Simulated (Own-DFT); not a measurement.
## Calculated data, Hf₃₆O₇₁ (tetragonal hafnia with one neutral oxygen vacancy, atoms displaced)

Computed with Own-DFT development build. A calculation, not a measurement: plane-wave PBE and HSE06 DFT by an unreviewed code, no spin, of a simulated cell at Gamma alone, so results move with cell size and shape, stress positive in tension, energies less offsets, not probed for a lower state with spin; hafnium file: forces about 75 meV/angstrom off all-electron values; oxygen file: force components 24 meV/angstrom off all-electron in a glass; k mesh not checked against a denser one; forces and stress are PBE's, HSE06 gives the energy alone, and its difference from PBE has offsets of its own; offsets are fitted by least squares, one for each functional and potential file, so energies compare only between cells with the same atoms and settings and are not formation energies; the far tail of each file's local potential was reset to the Coulomb form; each entry is a single point on an unrelaxed cell, so the pressure reflects the starting lattice, taken from the Materials Project, from which strain is counted, and rises with the displacements; printed positions are rounded, which can move forces by about a meV/angstrom; the program is a retired in-house code; no spin-orbit coupling.

Settings shared by all entries: first functional PBE; second functional HSE06; exact exchange share 0.25; screening 0.11 1/bohr; exchange divergence Gygi-Baldereschi; potential files PseudoDojo norm-conserving, scalar-relativistic, made for PBE, standard set; wave cutoff 48 hartree; occupations fixed; k mesh 1 x 1 x 1 centred on Gamma.

(1) Hf₃₆O₇₁ (tetragonal hafnia with one neutral oxygen vacancy, atoms displaced)

```xyz
107
Lattice="10.7800 0.0000 0.0000 0.0000 10.7800 0.0000 0.0000 0.0000 10.4493" Properties=species:S:1:pos:R:3 Hf36O71
Hf     0.0465    10.7770     0.0163
Hf     1.7741     1.8132     2.6587
O     10.7407     1.7751     1.6335
O      1.7575    10.7773     3.5605
O     10.7732     1.7233     4.1724
O      1.6980     0.0568     0.9474
Hf    10.7645    10.7766     5.2503
Hf     1.7840     1.8094     7.8895
O     10.7605     1.8519     6.8160
O      1.8371    10.6802     8.8834
O     10.7766     1.7768     9.4951
O      1.7828     0.0528     6.2170
Hf    10.7494     3.5969    10.4493
Hf     1.8474     5.3736     2.5944
O     10.7782     5.4305     1.7002
O      1.8248     3.6111     3.7097
O     10.7203     5.4680     4.3047
O      1.8443     3.6050     0.9966
Hf     0.0248     3.5927     5.3152
Hf     1.7067     5.3814     7.7550
O     10.7412     5.3703     6.8936
O      1.7843     3.6224     8.8462
O     10.6733     5.3957     9.4888
O      1.7726     3.5347     6.2796
Hf    10.7769     7.1053     0.0910
Hf     1.8403     9.0446     2.5891
O     10.7369     8.9819     1.5737
O      1.8339     7.1618     3.6429
O     10.6806     9.0218     4.1709
O      1.7600     7.2689     0.9710
Hf     0.0302     7.1616     5.1519
Hf     1.8261     8.9341     7.8509
O     10.6956     9.0097     6.8521
O      1.8497     7.1882     8.9662
O     10.7472     8.8941     9.3955
O      1.7715     7.1871     6.2479
Hf     3.6310     0.0643     0.0019
Hf     5.3646     1.8319     2.5176
O      3.5524     1.7719     1.5577
O      5.4116     0.0160     3.6378
O      3.5887     1.8207     4.2196
O      5.3800     0.0647     1.0138
Hf     3.5746    10.7102     5.2152
Hf     5.3442     1.7803     7.7353
O      3.5675     1.6848     6.7943
O      3.5115     1.7763     9.4645
O      5.4621    10.7272     6.3037
Hf     3.5686     3.7832    10.3914
Hf     5.3759     5.3460     2.5815
O      3.6068     5.3039     1.6368
O      5.3763     3.4825     3.6006
O      3.5852     5.4264     4.1640
O      5.4122     3.6312     1.0878
Hf     3.5294     3.5743     5.1842
Hf     5.4165     5.3817     7.8857
O      3.5556     5.4344     6.7926
O      5.4011     3.6414     8.8497
O      3.5911     5.4200     9.3685
O      5.4440     3.5561     6.2342
Hf     3.6752     7.2644     0.0256
Hf     5.3350     8.9530     2.5891
O      3.6026     8.9220     1.6192
O      5.4073     7.1173     3.5839
O      3.6213     8.9082     4.2415
O      5.4502     7.1379     1.0410
Hf     3.5817     7.2507     5.2262
Hf     5.3820     8.9193     7.7758
O      3.5321     8.9518     6.8417
O      5.4579     7.1773     8.8702
O      3.6568     8.9693     9.4268
O      5.3907     7.1268     6.1928
Hf     7.1757     0.0241    10.4217
Hf     8.9158     1.8968     2.6184
O      7.2240     1.7563     1.5692
O      9.0411     0.0735     3.6794
O      7.2208     1.7659     4.2340
O      8.9536     0.0001     0.9820
Hf     7.1726    10.7565     5.2723
Hf     9.0290     1.7782     7.8982
O      7.1753     1.8247     6.7784
O      9.0701     0.0184     8.8477
O      7.1991     1.7978     9.4080
O      9.0017     0.0361     6.2643
Hf     7.2221     3.6874    10.3718
Hf     8.9764     5.4190     2.6311
O      7.2136     5.3785     1.6761
O      8.9222     3.5808     3.6482
O      7.1956     5.4436     4.2370
O      8.9833     3.5744     1.0203
Hf     7.1906     3.6228     5.1926
Hf     8.9948     5.4024     7.7936
O      7.1708     5.4767     6.8608
O      8.9912     3.5766     8.8476
O      7.2496     5.3290     9.4601
O      8.9531     3.6724     6.2620
Hf     7.1235     7.1545    10.4472
Hf     9.0576     9.1048     2.5726
O      7.1609     8.8827     1.5627
O      8.9690     7.1273     3.6680
O      7.2294     8.9631     4.1244
O      8.9392     7.2521     0.9495
Hf     7.2254     7.1557     5.2182
Hf     9.0057     9.0142     7.8100
O      7.1615     8.9190     6.8653
O      9.0152     7.1638     8.7756
O      7.2307     8.9919     9.3943
O      8.9815     7.3030     6.2623
```

Results for Hf₃₆O₇₁ (tetragonal hafnia with one neutral oxygen vacancy, atoms displaced): PBE energy of cell above offsets -97.529 eV; HSE06 less PBE above offsets 0.042 eV; PBE pressure 2.49 GPa; PBE stress xx -3.05 GPa; PBE stress yy -1.4 GPa; PBE stress zz -3.03 GPa; PBE stress yz -0.09 GPa; PBE stress xz 0.02 GPa; PBE stress xy -0.02 GPa.

Force:
| element | x (eV/Å) | y (eV/Å) | z (eV/Å) |
| --- | --- | --- | --- |
| Hf | -2.707 | -1.665 | -1.342 |
| Hf | -0.51 | 0.15 | -0.976 |
| O | 0.697 | 0.662 | -0.087 |
| O | 1.069 | -0.372 | 0.702 |
| O | 0.858 | 2.156 | 1.029 |
| O | 3.017 | -0.677 | 1.832 |
| Hf | -1.159 | -0.255 | -0.425 |
| Hf | 0.351 | -1.24 | 0.026 |
| O | 0.495 | 0.189 | 0.344 |
| O | -0.371 | 1.207 | -0.651 |
| O | 0.559 | 0.863 | -0.943 |
| O | 0.33 | -0.455 | -0.158 |
| Hf | 0.096 | -0.496 | 0.394 |
| Hf | -0.18 | 0.319 | 0.89 |
| O | 0.503 | -0.197 | -0.658 |
| O | -0.517 | 0.242 | -0.416 |
| O | 0.503 | -3.128 | -0.645 |
| O | -1.219 | 0.413 | 0.353 |
| Hf | -1.631 | -0.946 | -1.245 |
| Hf | 2.457 | 1.338 | 1.634 |
| O | 0.715 | -0.15 | -1.56 |
| O | -0.086 | 0.138 | 0.016 |
| O | 0.696 | -0.877 | -0.215 |
| O | 0.604 | 0.39 | 0.323 |
| Hf | -1.137 | 2.013 | -1.833 |
| Hf | -2.106 | -1.598 | -0.395 |
| O | 1.991 | 0.148 | 0.123 |
| O | -0.447 | 0.957 | -0.538 |
| O | 0.91 | -0.769 | 0.132 |
| O | 2.019 | -0.515 | 1.396 |
| Hf | -1.538 | 2.812 | 1.027 |
| Hf | -2.571 | -0.4 | 1.183 |
| O | 3.008 | 0.335 | -1.007 |
| O | -0.071 | -0.753 | -1.648 |
| O | 0.285 | 0.668 | 0.945 |
| O | -0.256 | -0.03 | 0.227 |
| Hf | -0.697 | 0.05 | -0.62 |
| Hf | 0.594 | -1.126 | 0.22 |
| O | -0.045 | -0.298 | 0.711 |
| O | -0.861 | -0.565 | -0.154 |
| O | -0.576 | -1.292 | -0.059 |
| O | 0.076 | -0.626 | -0.521 |
| Hf | 0.711 | 1.72 | 0.474 |
| Hf | 1.405 | -0.1 | 0.909 |
| O | -0.077 | 0.58 | 0.208 |
| O | 0.413 | 1.428 | -0.822 |
| O | -2.082 | 0.001 | 0.057 |
| Hf | 0.825 | -2.604 | 0.851 |
| Hf | 0.888 | -0.425 | 1.43 |
| O | -0.503 | 0.609 | -1.522 |
| O | 0.08 | 2.035 | 0.709 |
| O | -0.001 | -0.89 | 0.373 |
| O | -0.228 | -0.019 | -1.496 |
| Hf | 1.506 | 1.083 | 0.305 |
| Hf | -0.902 | 0.319 | -1.903 |
| O | 0.023 | -0.687 | 0.411 |
| O | -0.343 | -1.129 | 0.306 |
| O | 0.412 | 1.192 | 0.503 |
| O | -1.672 | 0.371 | -0.155 |
| Hf | -1.781 | -0.309 | -1.038 |
| Hf | 3.553 | 0.119 | 1.296 |
| O | -0.443 | 0.244 | -0.769 |
| O | -0.498 | 1.2 | -0.086 |
| O | -0.233 | 2.297 | -1.234 |
| O | -1.874 | -0.314 | 0.078 |
| Hf | 0.393 | -3.301 | 0.81 |
| Hf | 0.746 | 1.103 | 0.933 |
| O | 1.215 | 0.211 | -1.16 |
| O | -0.218 | -0.428 | 0.389 |
| O | 0.611 | 0.285 | 0.368 |
| O | -0.619 | 0.771 | 0.347 |
| Hf | 0.524 | -0.49 | 0.037 |
| Hf | 0.486 | -1.929 | 0.244 |
| O | -1.184 | 0.225 | 0.028 |
| O | -0.397 | -0.54 | -0.897 |
| O | -0.093 | 0.469 | -0.13 |
| O | 0.43 | -0.568 | 0.448 |
| Hf | 1.275 | 0.129 | -1.521 |
| Hf | -1.608 | -0.361 | -0.805 |
| O | 0.299 | -0.314 | 0.817 |
| O | -0.328 | 0.173 | 0.152 |
| O | -0.408 | 0.123 | -0.08 |
| O | -0.628 | -0.1 | 0.156 |
| Hf | -0.365 | -3.4 | 1.859 |
| Hf | -0.418 | 0.237 | 0.753 |
| O | -0.292 | -0.068 | -1.11 |
| O | 0.441 | 1.358 | 0.264 |
| O | -0.249 | -1.712 | -0.366 |
| O | 0.134 | 0.384 | -0.175 |
| Hf | 0.128 | -1.202 | 0.203 |
| Hf | -1.356 | 0.623 | 1.169 |
| O | 0.13 | -0.287 | -0.098 |
| O | 0.233 | 0.266 | 0.387 |
| O | -0.416 | 2.226 | -1.071 |
| O | 0.561 | -0.014 | -0.453 |
| Hf | 2.415 | 2.003 | -0.399 |
| Hf | -2.377 | -0.393 | 0.978 |
| O | -0.604 | 0.747 | 0.226 |
| O | 0.381 | 1.035 | -0.74 |
| O | -0.368 | 0.427 | 1.234 |
| O | 0.319 | -0.909 | 0.581 |
| Hf | 0.294 | 1.596 | -0.038 |
| Hf | -0.633 | -1.1 | 1.369 |
| O | -0.057 | 0.43 | -0.868 |
| O | -0.587 | -0.148 | 0.213 |
| O | -0.824 | 0.188 | 0.529 |
| O | 0.701 | -1.086 | -0.873 |

(2) Hf₃₆O₇₁ (tetragonal hafnia with one neutral oxygen vacancy, atoms displaced)

```xyz
107
Lattice="10.7800 0.0000 0.0000 0.0000 10.7800 0.0000 0.0000 0.0000 10.4493" Properties=species:S:1:pos:R:3 Hf36O71
Hf    10.7541     0.0021    10.4241
Hf     1.8243     1.7866     2.5847
O     10.7778     1.7995     1.5795
O      1.7780    10.7747     3.6122
O     10.7513     1.8376     4.2346
O      1.8065    10.7619     1.0303
Hf     0.0293     0.0214     5.2192
Hf     1.8129     1.8654     7.7840
O     10.7713     1.7940     6.8212
O      1.7719    10.7743     8.9042
O     10.7773     1.7433     9.4153
O      1.7983     0.0143     6.1964
Hf     0.0128     3.5921     0.0132
Hf     1.7976     5.3966     2.5790
O      0.0398     5.3910     1.5398
O      1.8367     3.5782     3.6414
O     10.7689     5.3810     4.1705
O      1.8072     3.5304     1.0293
Hf    10.7036     3.6146     5.2121
Hf     1.8084     5.4503     7.8319
O      0.0712     5.3910     6.8635
O      1.8218     3.5661     8.8512
O     10.7664     5.3844     9.4477
O      1.8088     3.5859     6.2372
Hf     0.0213     7.2420    10.3984
Hf     1.7541     8.9932     2.6347
O     10.7415     8.9870     1.5637
O      1.7913     7.2001     3.6878
O      0.0213     8.9697     4.2361
O      1.8320     7.1953     0.9873
Hf    10.7755     7.1718     5.2219
Hf     1.8078     8.9683     7.8239
O     10.7747     8.9802     6.8097
O      1.7656     7.2359     8.8477
O      0.0420     9.0051     9.3907
O      1.8167     7.1747     6.2064
Hf     3.5938     0.0080    10.4442
Hf     5.3554     1.7538     2.7111
O      3.6374     1.8040     1.5822
O      5.3984    10.7776     3.6682
O      3.5429     1.8280     4.1927
O      5.3991    10.7666     1.0478
Hf     3.6053     0.0176     5.2169
Hf     5.3979     1.8035     7.8244
O      3.5911     1.7906     6.8094
O      5.4359     0.0009     8.8849
O      3.5700     1.8408     9.4430
O      5.4214     0.0201     6.2430
Hf     3.5751     3.5943     0.0093
Hf     5.4034     5.3897     2.6510
O      3.5564     5.4677     1.6388
O      5.4445     3.6050     3.6304
O      3.6280     5.3681     4.2242
O      5.3707     3.5997     0.9668
Hf     3.5380     3.5970     5.2103
Hf     5.3876     5.3836     7.8592
O      3.5354     5.4284     6.8028
O      5.4199     3.6239     8.7759
O      3.6236     5.3672     9.4409
O      5.4164     3.6189     6.1918
Hf     3.6071     7.1915    10.4343
Hf     5.4129     8.9386     2.6554
O      3.6380     8.9685     1.5660
O      5.3693     7.1568     3.6434
O      3.6242     8.9406     4.2300
O      5.3867     7.1985     1.0903
Hf     3.6288     7.1457     5.1668
Hf     5.3929     8.9978     7.8409
O      3.5685     8.9306     6.8235
O      3.6102     9.0130     9.4007
O      5.4109     7.1666     6.2404
Hf     7.1457    10.7698     0.0258
Hf     8.9920     1.7683     2.6014
O      7.2078     1.7850     1.5729
O      8.9719    10.7517     3.6391
O      7.1933     1.8206     4.2324
O      9.0070     0.0165     1.0351
Hf     7.1441     0.0372     5.1760
Hf     8.9911     1.8711     7.8660
O      7.1616     1.8046     6.8249
O      9.0021    10.7668     8.8319
O      7.2156     1.7295     9.4448
O      8.9622     0.0709     6.1974
Hf     7.1928     3.5333    10.3992
Hf     8.9612     5.3815     2.6072
O      7.1790     5.4911     1.5989
O      9.0215     3.5542     3.5898
O      7.2103     5.3539     4.1767
O      9.0075     3.5697     1.0375
Hf     7.2149     3.5978     5.2054
Hf     8.9818     5.3843     7.8579
O      7.1776     5.3861     6.8056
O      8.9750     3.5575     8.8488
O      7.2132     5.4123     9.4164
O      8.9615     3.6031     6.2312
Hf     7.1863     7.1866     0.0213
Hf     8.9721     8.9661     2.5794
O      7.1352     8.9436     1.5521
O      8.9536     7.2070     3.6821
O      7.2247     8.9637     4.1781
O      8.9655     7.1565     1.0309
Hf     7.2069     7.2142     5.2555
Hf     9.0095     8.9788     7.7768
O      7.1750     8.9224     6.8581
O      8.9507     7.2056     8.8718
O      7.1808     8.9998     9.4399
O      8.9952     7.1887     6.2750
```

The calculation gives: PBE energy of cell above offsets -101.037 eV; HSE06 less PBE above offsets -0.155 eV; PBE pressure 0.81 GPa; PBE stress xx 0.04 GPa; PBE stress yy -1.05 GPa; PBE stress zz -1.42 GPa; PBE stress yz 0.09 GPa; PBE stress xz 0.55 GPa; PBE stress xy 0.02 GPa.

Force:
| element | x (eV/Å) | y (eV/Å) | z (eV/Å) |
| --- | --- | --- | --- |
| Hf | 0.49 | -0.029 | -0.185 |
| Hf | -0.353 | 0.35 | -0.187 |
| O | 0.369 | -0.049 | 0.314 |
| O | 0.152 | 0.154 | 0.226 |
| O | 0.249 | -0.621 | -0.3 |
| O | -0.052 | 0.106 | 0.108 |
| Hf | -1.119 | 0.037 | 0.124 |
| Hf | -0.561 | -1.097 | 0.868 |
| O | 0.112 | 0.335 | -0.005 |
| O | 0.573 | 0.307 | -1.085 |
| O | -0.223 | 1.494 | 0.11 |
| O | 0.498 | -0.03 | 0.289 |
| Hf | 0.096 | -0.337 | 0.043 |
| Hf | -0.455 | 0.111 | 0.685 |
| O | -0.395 | -0.18 | 0.534 |
| O | -0.112 | 0.444 | -0.459 |
| O | -0.195 | 0.12 | 0.327 |
| O | -0.042 | 0.283 | 0.032 |
| Hf | 1.228 | -0.323 | -0.117 |
| Hf | 0.347 | -0.534 | 0.222 |
| O | -1.573 | -0.113 | -0.595 |
| O | -0.341 | 1.091 | 0.055 |
| O | -0.064 | 0.084 | -0.256 |
| O | -0.734 | -0.251 | 0.055 |
| Hf | -0.396 | -0.521 | 0.618 |
| Hf | 0.652 | -0.417 | -0.726 |
| O | 0.649 | -0.331 | 0.255 |
| O | 0.036 | -0.466 | -1.044 |
| O | 0.044 | 0.221 | -0.521 |
| O | -0.954 | 0.239 | 0.133 |
| Hf | 0.557 | 0.226 | -0.026 |
| Hf | -0.121 | 1.121 | 0.088 |
| O | 0.41 | 0.068 | -0.322 |
| O | 0.139 | -0.868 | 0.289 |
| O | -0.404 | -0.39 | 0.194 |
| O | -0.513 | 0.052 | 0.36 |
| Hf | -0.204 | -0.122 | 0.117 |
| Hf | 0.783 | 1.09 | -1.699 |
| O | -0.328 | -0.202 | 0.481 |
| O | -0.126 | -0.246 | 0.317 |
| O | 0.613 | -0.992 | -0.209 |
| O | -0.363 | 0.272 | 0.191 |
| Hf | -0.215 | -0.644 | 0.371 |
| Hf | 0.033 | -0.198 | -0.074 |
| O | 0.521 | -0.14 | -0.242 |
| O | -0.444 | 0.437 | -0.377 |
| O | 0.44 | -0.589 | -0.26 |
| O | -0.922 | -0.172 | 0.123 |
| Hf | 0.171 | -0.303 | 0 |
| Hf | -0.06 | -0.194 | -0.867 |
| O | 0.713 | -0.535 | -0.346 |
| O | -0.305 | -0.698 | -0.366 |
| O | -0.05 | -0.162 | -0.501 |
| O | 0.668 | 0.334 | -0.006 |
| Hf | 0.651 | 0.401 | 0.429 |
| Hf | -0.149 | 1.199 | -0.927 |
| O | 1.155 | -0.292 | 0.339 |
| O | 0.324 | -1.009 | 0.706 |
| O | 0.097 | 0.68 | -0.15 |
| O | -0.798 | -0.156 | 0.066 |
| Hf | 0.701 | 0.543 | 0.59 |
| Hf | -0.703 | -0.069 | -1.093 |
| O | -0.702 | 0.204 | 0.767 |
| O | 0.272 | 0.177 | 0.446 |
| O | 0.022 | 1.257 | -0.347 |
| O | -0.259 | -0.224 | -1.227 |
| Hf | -0.4 | 0.238 | 1.278 |
| Hf | -0.292 | -0.743 | 0.504 |
| O | 0.817 | 0.589 | -0.109 |
| O | 0.364 | -0.613 | 0.131 |
| O | -0.257 | 0.047 | 0.235 |
| Hf | 0.503 | -0.494 | 0.031 |
| Hf | 0.119 | -0.378 | -0.332 |
| O | -0.776 | 0.206 | 0.625 |
| O | 0.061 | 0.166 | -0.51 |
| O | -0.096 | -0.49 | -0.642 |
| O | -0.732 | -0.285 | -0.101 |
| Hf | 1.522 | -0.389 | 0.704 |
| Hf | -0.002 | -2.905 | -0.903 |
| O | 0.417 | 0.22 | 0.208 |
| O | 0.079 | 0.104 | -0.182 |
| O | -0.128 | 1.289 | -0.417 |
| O | -0.022 | -0.579 | -0.067 |
| Hf | -0.272 | 0.284 | 0.93 |
| Hf | 0.311 | 0.432 | -0.268 |
| O | 0.042 | -0.72 | 0.105 |
| O | -0.179 | 0.672 | 0.51 |
| O | 0.21 | 0.758 | 0.158 |
| O | -0.673 | 0.415 | -0.614 |
| Hf | -1.261 | 0.351 | 0.298 |
| Hf | -0.237 | 0.943 | -0.018 |
| O | 0.525 | 0.042 | 0.381 |
| O | -0.108 | 1.385 | 0.642 |
| O | -0.308 | -0.621 | 0.017 |
| O | 0.493 | 0.198 | 0.576 |
| Hf | -0.198 | 0.327 | -0.076 |
| Hf | -0.504 | 0.076 | 0.282 |
| O | 1.007 | 0.296 | 0.627 |
| O | 0.315 | -0.478 | -0.525 |
| O | -0.693 | 0.42 | 0.275 |
| O | 0.958 | 0.289 | -0.007 |
| Hf | 0.065 | -0.568 | -0.049 |
| Hf | -0.53 | 0.546 | 0.98 |
| O | 0.178 | 0.141 | -0.723 |
| O | 0.53 | -0.177 | -0.265 |
| O | -0.49 | -0.587 | -0.006 |
| O | 0.11 | -0.337 | -0.034 |
